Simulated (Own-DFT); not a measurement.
Hf32O63 (monoclinic hafnia with one vacancy, atoms displaced) (calculated)

Computed with Own-DFT development build. A calculation, not a measurement: plane-wave density functional theory by an unreviewed code, no spin, of a simulated periodic cell, stress positive in tension, run twice, with PBE and with PBEsol, both on files made for PBE, so the change isn't that of files made for PBEsol, defect cell not probed for a lower state with spin; hafnium file: forces about 75 meV/angstrom off all-electron values; oxygen file: force components 24 meV/angstrom off all-electron in one glass; forces on such cells passed a denser k mesh, this cell's mesh not checked; the far tail of each file's local potential was reset to the Coulomb form; each entry is a single point on an unrelaxed cell, so the pressure reflects the starting lattice, mostly measured values (interpolated for alloys), from which strain is counted, and rises with the displacements; printed positions are rounded, which can move forces by about a meV/angstrom; the program, named Own-DFT, is a retired in-house code; no spin-orbit coupling; stress was not checked against mesh or cutoff.

Common to all runs: functional PBE, then PBEsol; potential files PseudoDojo norm-conserving, scalar-relativistic, standard set; wave cutoff 72 hartree; occupations Fermi-Dirac; smearing width 0.1 eV; k mesh 2 x 2 x 2 centred on Gamma.

(1) Hf32O63 (monoclinic hafnia with one vacancy, atoms displaced)

```cif
# cell vector a (Å): 10.2340 0.0000 0.0000
# cell vector b (Å): 0.0000 10.3500 0.0000
# cell vector c (Å): -1.6955 0.0000 10.4453
data_Hf32O63
_symmetry_space_group_name_H-M 'P 1'
_symmetry_Int_Tables_number 1
_cell_length_a 10.2340
_cell_length_b 10.3500
_cell_length_c 10.5820
_cell_angle_alpha 90.000
_cell_angle_beta 99.220
_cell_angle_gamma 90.000
_cell_volume 1106.39
loop_
_atom_site_label
_atom_site_type_symbol
_atom_site_fract_x
_atom_site_fract_y
_atom_site_fract_z
_atom_site_occupancy
Hf1 Hf 0.13345 0.01796 0.10739 1
Hf2 Hf 0.35931 0.27044 0.14737 1
Hf3 Hf 0.35870 0.47994 0.39415 1
Hf4 Hf 0.13825 0.23940 0.35681 1
O1 O 0.03856 0.16604 0.17640 1
O2 O 0.46298 0.41318 0.07306 1
O3 O 0.46384 0.33795 0.32575 1
O4 O 0.03832 0.08525 0.42510 1
O5 O 0.22453 0.37820 0.23618 1
O6 O 0.26655 0.12520 0.01214 1
O7 O 0.27891 0.11960 0.25850 1
O8 O 0.21820 0.37186 0.48866 1
Hf5 Hf 0.13802 0.02298 0.60088 1
Hf6 Hf 0.36069 0.27043 0.64237 1
Hf7 Hf 0.36457 0.47783 0.89697 1
Hf8 Hf 0.13939 0.23287 0.85690 1
O9 O 0.04071 0.16546 0.67149 1
O10 O 0.46131 0.41728 0.56861 1
O11 O 0.46950 0.33889 0.82080 1
O12 O 0.03592 0.08454 0.92280 1
O13 O 0.22778 0.38347 0.73999 1
O14 O 0.27994 0.12819 0.51286 1
O15 O 0.27735 0.12157 0.75890 1
O16 O 0.22721 0.36477 0.98877 1
Hf9 Hf 0.13702 0.52166 0.10174 1
Hf10 Hf 0.35977 0.76754 0.14596 1
Hf11 Hf 0.36498 0.97810 0.39666 1
Hf12 Hf 0.13999 0.73219 0.35201 1
O17 O 0.03722 0.66617 0.17252 1
O18 O 0.45544 0.91762 0.06958 1
O19 O 0.46278 0.83697 0.32468 1
O20 O 0.22103 0.87864 0.23845 1
O21 O 0.27773 0.62378 0.00640 1
O22 O 0.27402 0.62471 0.25829 1
O23 O 0.22517 0.87084 0.48668 1
Hf13 Hf 0.13742 0.51686 0.60328 1
Hf14 Hf 0.35851 0.76968 0.64733 1
Hf15 Hf 0.35760 0.97593 0.90052 1
Hf16 Hf 0.13450 0.73188 0.85298 1
O24 O 0.03249 0.66937 0.67058 1
O25 O 0.47131 0.91337 0.57956 1
O26 O 0.46405 0.83324 0.82579 1
O27 O 0.03821 0.58264 0.92017 1
O28 O 0.22779 0.88058 0.73942 1
O29 O 0.27528 0.62709 0.51575 1
O30 O 0.27526 0.62159 0.75854 1
O31 O 0.22414 0.87069 0.99158 1
Hf17 Hf 0.63183 0.02443 0.10339 1
Hf18 Hf 0.86440 0.27153 0.14850 1
Hf19 Hf 0.85923 0.48301 0.39522 1
Hf20 Hf 0.63545 0.23017 0.36318 1
O32 O 0.53784 0.16529 0.16774 1
O33 O 0.96299 0.41789 0.07598 1
O34 O 0.96245 0.33816 0.32830 1
O35 O 0.53999 0.08500 0.42722 1
O36 O 0.72254 0.37514 0.24061 1
O37 O 0.77403 0.13103 0.01185 1
O38 O 0.77620 0.12272 0.25510 1
O39 O 0.72300 0.37269 0.48899 1
Hf21 Hf 0.63203 0.02323 0.60306 1
Hf22 Hf 0.86236 0.27150 0.64575 1
Hf23 Hf 0.86376 0.48477 0.89373 1
Hf24 Hf 0.63589 0.23245 0.85337 1
O40 O 0.53287 0.16336 0.67284 1
O41 O 0.96536 0.41476 0.57880 1
O42 O 0.95901 0.33200 0.82249 1
O43 O 0.54209 0.08328 0.93035 1
O44 O 0.72453 0.37575 0.73811 1
O45 O 0.77361 0.12716 0.51255 1
O46 O 0.77401 0.11819 0.75603 1
O47 O 0.72172 0.37045 0.98982 1
Hf25 Hf 0.63910 0.52197 0.10431 1
Hf26 Hf 0.86112 0.77260 0.15091 1
Hf27 Hf 0.85454 0.97937 0.39297 1
Hf28 Hf 0.63621 0.72912 0.35551 1
O48 O 0.53459 0.67034 0.17178 1
O49 O 0.96267 0.91693 0.07711 1
O50 O 0.96636 0.83400 0.32751 1
O51 O 0.53229 0.58733 0.42436 1
O52 O 0.72263 0.88173 0.23880 1
O53 O 0.77739 0.62948 0.01122 1
O54 O 0.77426 0.62680 0.25711 1
O55 O 0.72530 0.86608 0.48907 1
Hf29 Hf 0.63290 0.51810 0.59736 1
Hf30 Hf 0.86377 0.77010 0.64777 1
Hf31 Hf 0.86590 0.98245 0.89681 1
Hf32 Hf 0.64048 0.73089 0.85905 1
O56 O 0.53799 0.66523 0.67334 1
O57 O 0.96771 0.91830 0.57992 1
O58 O 0.96473 0.83246 0.82815 1
O59 O 0.53943 0.57983 0.91905 1
O60 O 0.72477 0.87996 0.73725 1
O61 O 0.76845 0.62756 0.50850 1
O62 O 0.77254 0.62185 0.75743 1
O63 O 0.72825 0.87303 0.98841 1
```

| Item | Value |
| --- | --- |
| PBE pressure | 4.18 GPa |
| PBE stress xx | -4.27 GPa |
| PBE stress yy | -3.94 GPa |
| PBE stress zz | -4.35 GPa |
| PBE stress yz | -0.29 GPa |
| PBE stress xz | -0.34 GPa |
| PBE stress xy | -0.38 GPa |
| PBEsol pressure | -2.2 GPa |
| PBEsol stress xx | 2.13 GPa |
| PBEsol stress yy | 2.4 GPa |
| PBEsol stress zz | 2.07 GPa |
| PBEsol stress yz | -0.25 GPa |
| PBEsol stress xz | 0 GPa |
| PBEsol stress xy | -0.4 GPa |
| rms change of force components from PBE to PBEsol | 0.045 eV/Å |

Force:
```tsv
force element	PBE force x (eV/Å)	PBE force y (eV/Å)	PBE force z (eV/Å)	PBEsol force x (eV/Å)	PBEsol force y (eV/Å)	PBEsol force z (eV/Å)
Hf	0.6	0.693	-0.131	0.6	0.732	-0.158
Hf	0.669	-1.042	-0.745	0.632	-0.972	-0.71
Hf	0.006	0.651	0.004	0.015	0.582	0.036
Hf	-0.541	-2.518	-0.655	-0.525	-2.505	-0.663
O	-0.534	0.622	-0.001	-0.515	0.623	0.042
O	0.557	0.346	0.597	0.527	0.358	0.53
O	0.189	-0.367	0.135	0.167	-0.375	0.098
O	-0.438	0.319	-0.826	-0.407	0.3	-0.746
O	-0.324	0.399	0.378	-0.25	0.372	0.375
O	0.897	0.454	-0.023	0.808	0.44	-0.024
O	0.01	0.221	0.827	-0.045	0.222	0.799
O	0.554	0.312	0.23	0.598	0.302	0.227
Hf	-0.141	-0.239	0.592	-0.15	-0.168	0.557
Hf	0.055	-0.322	1.04	0.045	-0.289	1.041
Hf	0.129	0.522	-0.801	0.127	0.468	-0.755
Hf	-0.249	-1.296	-1.02	-0.232	-1.323	-1.011
O	-0.876	0.922	0.27	-0.843	0.906	0.305
O	-0.307	-0.691	0.298	-0.307	-0.647	0.233
O	-0.403	-0.153	-0.06	-0.398	-0.172	-0.092
O	-0.203	0.059	-0.078	-0.195	0.038	-0.025
O	-0.191	-0.758	-0.015	-0.128	-0.734	-0.03
O	0.222	0.393	-0.638	0.157	0.386	-0.604
O	0.086	0.453	0.614	0.014	0.45	0.586
O	-0.333	0.805	0.306	-0.26	0.779	0.294
Hf	-0.173	-0.142	0.087	-0.174	-0.088	0.065
Hf	0.091	0.652	-0.629	0.08	0.682	-0.589
Hf	-0.765	0.454	0.029	-0.753	0.397	0.049
Hf	-0.622	-0.41	0.727	-0.498	-0.283	0.585
O	-0.399	0.185	-0.022	-0.37	0.211	0.025
O	0.857	-0.618	1.667	0.817	-0.583	1.565
O	0.434	-0.34	-0.018	0.407	-0.35	-0.055
O	0.255	-0.235	0.223	0.301	-0.253	0.226
O	-0.239	0.51	0.694	-0.298	0.488	0.684
O	0.341	-0.503	0.301	0.273	-0.466	0.289
O	0.335	-0.041	0.084	0.389	-0.045	0.068
Hf	-0.373	1.33	0.438	-0.286	1.278	0.556
Hf	1.149	-0.116	0.426	1.113	-0.077	0.455
Hf	0.755	0.926	-1.554	0.727	0.838	-1.479
Hf	1.101	-0.161	-0.411	1.072	-0.203	-0.428
O	0.807	-0.876	-0.135	0.793	-0.84	-0.062
O	-1.158	-0.338	-0.743	-1.133	-0.298	-0.773
O	0.166	-0.004	0.48	0.148	-0.025	0.421
O	-0.279	-0.214	0.089	-0.274	-0.219	0.141
O	-0.657	-0.214	0.108	-0.573	-0.225	0.109
O	-0.418	-0.087	-1.222	-0.464	-0.085	-1.177
O	-0.186	0.142	0.33	-0.239	0.146	0.307
O	-0.781	-0.767	-0.272	-0.689	-0.739	-0.271
Hf	1.377	-0.622	-0.278	1.346	-0.525	-0.313
Hf	-0.82	-0.602	-0.862	-0.817	-0.555	-0.818
Hf	0.144	0.055	0.291	-0.047	-0.103	0.286
Hf	1.173	0.296	-2.062	1.159	0.252	-2.032
O	-1.564	1.386	1.416	-1.513	1.349	1.419
O	0.576	0.269	0	0.559	0.284	-0.045
O	0.545	-0.002	0.205	0.517	-0.016	0.158
O	-1.261	-0.328	-0.964	-1.217	-0.33	-0.88
O	-0.058	0.945	-0.091	0.014	0.923	-0.083
O	0.735	0.02	-0.089	0.648	0.014	-0.078
O	-0.143	-0.183	1.391	-0.197	-0.181	1.356
O	0.121	-0.254	-0.057	0.181	-0.24	-0.07
Hf	1.669	-1.026	1.713	1.625	-0.945	1.652
Hf	-0.05	-0.941	0.22	-0.065	-0.867	0.254
Hf	-1.008	-0.974	-0.22	-0.987	-0.993	-0.188
Hf	0.894	-0.78	0.346	0.881	-0.795	0.314
O	-0.631	0.805	0.028	-0.604	0.799	0.06
O	0.141	0.784	-0.812	0.14	0.782	-0.84
O	0.848	0.233	0.909	0.818	0.215	0.827
O	-1.383	0.175	-1.606	-1.325	0.158	-1.496
O	-0.254	0.525	-0.301	-0.181	0.499	-0.293
O	0.514	0.305	-0.659	0.431	0.295	-0.649
O	0.079	0.522	0.612	0.016	0.517	0.594
O	0.346	0.635	0.078	0.388	0.626	0.075
Hf	-0.193	-0.782	-0.538	-0.176	-0.722	-0.567
Hf	0.06	0.241	-1.174	0.047	0.284	-1.132
Hf	1.097	0.453	0.834	1.053	0.4	0.834
Hf	0.102	0.478	-0.034	0.106	0.421	-0.051
O	0.063	-0.448	-0.191	0.065	-0.422	-0.131
O	0.218	-0.163	0.353	0.212	-0.138	0.299
O	-0.077	-0.017	0.226	-0.071	-0.037	0.155
O	-0.726	-0.201	-0.862	-0.692	-0.218	-0.788
O	-0.055	-0.349	0.341	0.027	-0.351	0.347
O	0.122	-0.027	0.2	0.049	-0.035	0.195
O	0.093	-0.82	0.739	0.028	-0.795	0.724
O	0.101	0.493	-0.418	0.165	0.477	-0.427
Hf	0.236	0.904	1.92	0.228	0.942	1.838
Hf	-0.909	0.721	-0.669	-0.89	0.756	-0.621
Hf	-1.322	0.145	-0.651	-1.297	0.095	-0.606
Hf	-0.203	0.392	-1.496	-0.189	0.334	-1.492
O	-0.673	0.094	-0.176	-0.645	0.102	-0.13
O	-0.564	-0.266	-0.42	-0.554	-0.249	-0.456
O	0.032	0.062	0.222	0.035	0.04	0.16
O	-0.274	0.056	0.614	-0.26	0.043	0.659
O	0.089	-0.251	0.331	0.15	-0.255	0.322
O	0.827	-0.182	-0.229	0.734	-0.197	-0.24
O	0.619	-0.283	0.577	0.551	-0.265	0.575
O	-0.329	-0.41	0.318	-0.254	-0.41	0.303
```

(2) Hf32O63 (monoclinic hafnia with one vacancy, atoms displaced)

```cif
# cell vector a (Å): 10.2340 0.0000 0.0000
# cell vector b (Å): 0.0000 10.3500 0.0000
# cell vector c (Å): -1.6955 0.0000 10.4453
data_Hf32O63
_symmetry_space_group_name_H-M 'P 1'
_symmetry_Int_Tables_number 1
_cell_length_a 10.2340
_cell_length_b 10.3500
_cell_length_c 10.5820
_cell_angle_alpha 90.000
_cell_angle_beta 99.220
_cell_angle_gamma 90.000
_cell_volume 1106.39
loop_
_atom_site_label
_atom_site_type_symbol
_atom_site_fract_x
_atom_site_fract_y
_atom_site_fract_z
_atom_site_occupancy
Hf1 Hf 0.13592 0.01804 0.10822 1
Hf2 Hf 0.36280 0.26856 0.14145 1
Hf3 Hf 0.36441 0.48194 0.39649 1
Hf4 Hf 0.13894 0.22959 0.35324 1
O1 O 0.03352 0.16756 0.17324 1
O2 O 0.46511 0.41028 0.07826 1
O3 O 0.46638 0.33549 0.32638 1
O4 O 0.03972 0.08671 0.42375 1
O5 O 0.22787 0.37577 0.23576 1
O6 O 0.27979 0.12662 0.00528 1
O7 O 0.27771 0.12502 0.25821 1
O8 O 0.22210 0.37376 0.49094 1
Hf5 Hf 0.14108 0.01539 0.60439 1
Hf6 Hf 0.36594 0.26883 0.64764 1
Hf7 Hf 0.35896 0.48014 0.89886 1
Hf8 Hf 0.13709 0.23228 0.85375 1
O9 O 0.03927 0.16179 0.67255 1
O10 O 0.46445 0.41494 0.57753 1
O11 O 0.46492 0.33318 0.82999 1
O12 O 0.03472 0.07986 0.92310 1
O13 O 0.22004 0.37498 0.74095 1
O14 O 0.27584 0.13080 0.50993 1
O15 O 0.27411 0.12291 0.75588 1
O16 O 0.22145 0.36666 0.98726 1
Hf9 Hf 0.14708 0.51694 0.10617 1
Hf10 Hf 0.36421 0.77107 0.14183 1
Hf11 Hf 0.36258 0.97520 0.39737 1
Hf12 Hf 0.13813 0.72954 0.35566 1
O17 O 0.03634 0.66646 0.17199 1
O18 O 0.46147 0.91498 0.06862 1
O19 O 0.46385 0.83549 0.32590 1
O20 O 0.04207 0.59156 0.42477 1
O21 O 0.22541 0.87627 0.24178 1
O22 O 0.27609 0.63128 0.00514 1
O23 O 0.26837 0.62292 0.26335 1
O24 O 0.22318 0.87046 0.48932 1
Hf13 Hf 0.14194 0.52028 0.60471 1
Hf14 Hf 0.35782 0.77134 0.64238 1
Hf15 Hf 0.36072 0.97798 0.89626 1
Hf16 Hf 0.13533 0.73360 0.84925 1
O25 O 0.03395 0.66697 0.67325 1
O26 O 0.45755 0.92292 0.57733 1
O27 O 0.46382 0.83437 0.82457 1
O28 O 0.03675 0.58242 0.92303 1
O29 O 0.22053 0.87944 0.73914 1
O30 O 0.27763 0.62688 0.51277 1
O31 O 0.22412 0.87642 0.99564 1
Hf17 Hf 0.64265 0.02176 0.10190 1
Hf18 Hf 0.86563 0.27187 0.14774 1
Hf19 Hf 0.86244 0.48536 0.39335 1
Hf20 Hf 0.63926 0.22715 0.35339 1
O32 O 0.53572 0.16300 0.17403 1
O33 O 0.96444 0.41701 0.07619 1
O34 O 0.96556 0.32563 0.32751 1
O35 O 0.53696 0.08266 0.42582 1
O36 O 0.72450 0.37761 0.24230 1
O37 O 0.77965 0.13389 0.00432 1
O38 O 0.77596 0.12111 0.26292 1
O39 O 0.72305 0.36720 0.48849 1
Hf21 Hf 0.63237 0.02388 0.60753 1
Hf22 Hf 0.85967 0.26707 0.64959 1
Hf23 Hf 0.86314 0.47487 0.89494 1
Hf24 Hf 0.63984 0.22965 0.85504 1
O40 O 0.53008 0.17273 0.66922 1
O41 O 0.96648 0.41951 0.58073 1
O42 O 0.96571 0.33610 0.82788 1
O43 O 0.53873 0.08097 0.92082 1
O44 O 0.72641 0.37651 0.73978 1
O45 O 0.78297 0.13216 0.50919 1
O46 O 0.77900 0.12618 0.75831 1
O47 O 0.72711 0.36585 0.98767 1
Hf25 Hf 0.63685 0.51797 0.10589 1
Hf26 Hf 0.86100 0.77197 0.14540 1
Hf27 Hf 0.86511 0.97868 0.39512 1
Hf28 Hf 0.63753 0.72936 0.35673 1
O48 O 0.53161 0.66614 0.17176 1
O49 O 0.96718 0.91683 0.08180 1
O50 O 0.96833 0.82897 0.33065 1
O51 O 0.53551 0.58295 0.41953 1
O52 O 0.72231 0.87821 0.23637 1
O53 O 0.77314 0.62614 0.00832 1
O54 O 0.77281 0.61998 0.25893 1
O55 O 0.72479 0.87471 0.49140 1
Hf29 Hf 0.63739 0.52163 0.60298 1
Hf30 Hf 0.86961 0.76973 0.65203 1
Hf31 Hf 0.86282 0.97850 0.89403 1
Hf32 Hf 0.64150 0.73042 0.85370 1
O56 O 0.54066 0.66040 0.66789 1
O57 O 0.96651 0.91527 0.57411 1
O58 O 0.96265 0.83326 0.82801 1
O59 O 0.53501 0.59186 0.92216 1
O60 O 0.72172 0.87960 0.74205 1
O61 O 0.77511 0.62622 0.50843 1
O62 O 0.77672 0.62374 0.75697 1
O63 O 0.72523 0.87386 0.99046 1
```

| Item | Value |
| --- | --- |
| PBE pressure | 3.77 GPa |
| PBE stress xx | -3.88 GPa |
| PBE stress yy | -3.97 GPa |
| PBE stress zz | -3.46 GPa |
| PBE stress yz | 0.11 GPa |
| PBE stress xz | 0.39 GPa |
| PBE stress xy | 0.69 GPa |
| PBEsol pressure | -2.61 GPa |
| PBEsol stress xx | 2.54 GPa |
| PBEsol stress yy | 2.37 GPa |
| PBEsol stress zz | 2.91 GPa |
| PBEsol stress yz | 0.12 GPa |
| PBEsol stress xz | 0.72 GPa |
| PBEsol stress xy | 0.67 GPa |
| rms change of force components from PBE to PBEsol | 0.043 eV/Å |

Force:
```tsv
force element	PBE force x (eV/Å)	PBE force y (eV/Å)	PBE force z (eV/Å)	PBEsol force x (eV/Å)	PBEsol force y (eV/Å)	PBEsol force z (eV/Å)
Hf	0.916	0.649	-0.381	0.895	0.658	-0.408
Hf	-0.304	-1.148	0.929	-0.31	-1.078	0.937
Hf	-0.325	-1.219	-0.113	-0.31	-1.236	-0.082
Hf	0.564	0.01	0.7	0.54	-0.044	0.66
O	0.419	-0.478	-0.316	0.41	-0.446	-0.254
O	0.513	1.255	-0.592	0.484	1.241	-0.625
O	0.002	-0.043	-0.052	-0.007	-0.054	-0.096
O	-0.735	-0.998	-0.269	-0.709	-0.985	-0.221
O	-0.196	0.478	0.152	-0.131	0.467	0.129
O	-0.408	0.382	0.452	-0.447	0.371	0.44
O	-0.086	-0.872	0.196	-0.153	-0.838	0.187
O	0.286	0.035	-0.454	0.334	0.052	-0.436
Hf	-0.334	2.164	-0.407	-0.321	2.169	-0.417
Hf	-2.022	0.66	-0.556	-1.97	0.668	-0.521
Hf	0.693	-0.297	-1.011	0.715	-0.451	-0.849
Hf	0.125	-1.577	-0.698	0.142	-1.574	-0.718
O	-1.022	0.547	0.212	-0.985	0.547	0.257
O	0.299	0.532	-0.206	0.286	0.535	-0.253
O	-0.077	0.37	0.279	-0.088	0.345	0.224
O	0.155	0.269	-0.023	0.144	0.239	0.028
O	0.605	1.313	0.149	0.637	1.271	0.153
O	0.304	-0.325	-0.091	0.235	-0.327	-0.08
O	0.489	-0.621	0.681	0.415	-0.599	0.658
O	0.409	0.988	0.622	0.465	0.98	0.603
Hf	-2.009	1.042	-0.447	-1.962	1.058	-0.454
Hf	-0.725	0.568	0.481	-0.706	0.613	0.494
Hf	-0.331	1.686	-0.892	-0.323	1.6	-0.837
Hf	0.438	0.318	-0.853	0.426	0.26	-0.86
O	-0.342	-0.226	-0.289	-0.323	-0.201	-0.223
O	1.085	0.025	1.048	1.032	0.035	0.968
O	0.618	-0.531	0.054	0.59	-0.533	0.012
O	-1.82	-1.7	0.19	-1.758	-1.662	0.231
O	0.026	0.544	-0.193	0.084	0.529	-0.191
O	0.238	-0.274	0.138	0.178	-0.286	0.143
O	1.32	-0.699	-0.485	1.219	-0.687	-0.472
O	0.164	-0.223	0.3	0.226	-0.215	0.305
Hf	-0.737	-0.991	0.232	-0.787	-1.005	0.093
Hf	1.023	-0.561	0.79	1.046	-0.406	0.709
Hf	0.016	0.818	-0.447	0.014	0.757	-0.392
Hf	0.419	-1.335	1.535	0.286	-1.28	1.528
O	0.802	-0.234	-0.008	0.768	-0.199	0.038
O	0.397	-0.535	0.674	0.372	-0.509	0.598
O	0.109	-0.468	-0.528	0.097	-0.461	-0.56
O	0.227	0.3	-0.285	0.235	0.279	-0.24
O	0.302	-0.782	0.303	0.348	-0.771	0.284
O	0.561	0.572	0.613	0.485	0.561	0.601
O	-0.272	-0.835	-1.003	-0.194	-0.802	-0.975
Hf	-0.689	0.21	-0.007	-0.665	0.242	-0.036
Hf	-0.229	-0.05	-0.217	-0.208	-0.006	-0.186
Hf	0.524	-1.537	1.287	0.476	-1.535	1.29
Hf	-0.169	0.349	0.601	-0.15	0.304	0.567
O	0.062	-0.174	-0.394	0.073	-0.148	-0.342
O	0.498	0.121	0.391	0.472	0.12	0.324
O	-0.678	1.616	0.415	-0.659	1.549	0.335
O	-0.134	-0.112	-0.044	-0.122	-0.128	0.016
O	0.142	0.455	-0.55	0.198	0.446	-0.537
O	-0.253	-0.885	0.741	-0.319	-0.869	0.717
O	0.313	-0.339	-0.743	0.242	-0.324	-0.716
O	0.334	0.658	0.04	0.384	0.641	0.029
Hf	1.128	-0.225	-0.883	1.096	-0.177	-0.904
Hf	1.468	0.75	-1.606	1.407	0.762	-1.545
Hf	0.096	1.184	0.231	0.099	1.098	0.255
Hf	-0.344	0.235	-0.005	-0.316	0.192	-0.015
O	1.795	-1.199	0.466	1.748	-1.163	0.499
O	-0.304	0.067	-0.424	-0.286	0.092	-0.457
O	0.397	-0.708	-0.019	0.378	-0.703	-0.057
O	-0.06	0.098	-0.151	-0.046	0.088	-0.088
O	-0.506	0.494	-0.002	-0.426	0.463	0.005
O	-0.704	-0.784	0.195	-0.746	-0.758	0.191
O	-0.642	-0.966	0.284	-0.685	-0.919	0.276
O	-0.56	0.853	0.466	-0.478	0.826	0.443
Hf	0.227	0.435	-0.538	0.229	0.483	-0.543
Hf	0.707	-0.906	0.07	0.692	-0.838	0.095
Hf	-0.06	0.359	0.518	-0.064	0.311	0.545
Hf	0.258	0.551	-0.176	0.258	0.484	-0.199
O	0.497	-0.492	0.133	0.493	-0.463	0.171
O	-0.72	-0.21	-0.31	-0.703	-0.194	-0.348
O	-1.186	0.831	-0.492	-1.157	0.801	-0.53
O	-0.067	0.189	0.068	-0.06	0.174	0.12
O	0.184	-0.094	0.341	0.249	-0.095	0.322
O	0.169	0.428	0.452	0.098	0.421	0.443
O	0.049	0.292	-0.011	-0.016	0.283	0
O	-0.177	-0.44	-0.209	-0.111	-0.425	-0.219
Hf	0.921	-1.374	-0.132	0.9	-1.284	-0.153
Hf	-1.555	0.311	-1.634	-1.497	0.341	-1.547
Hf	-0.197	1.053	0.509	-0.195	0.993	0.524
Hf	-0.373	-0.167	-0.235	-0.346	-0.207	-0.249
O	-1.956	1.925	0.524	-1.884	1.876	0.548
O	0.019	-0.232	0.427	0.02	-0.207	0.369
O	0.241	-0.002	0.074	0.237	-0.02	0.006
O	-1.116	-1.242	0.309	-1.071	-1.225	0.352
O	0.11	0.461	-0.247	0.16	0.443	-0.223
O	0.292	0.46	-0.078	0.22	0.426	-0.093
O	0.231	-0.431	0.587	0.162	-0.404	0.57
O	0.236	-0.364	-0.149	0.292	-0.349	-0.144
```
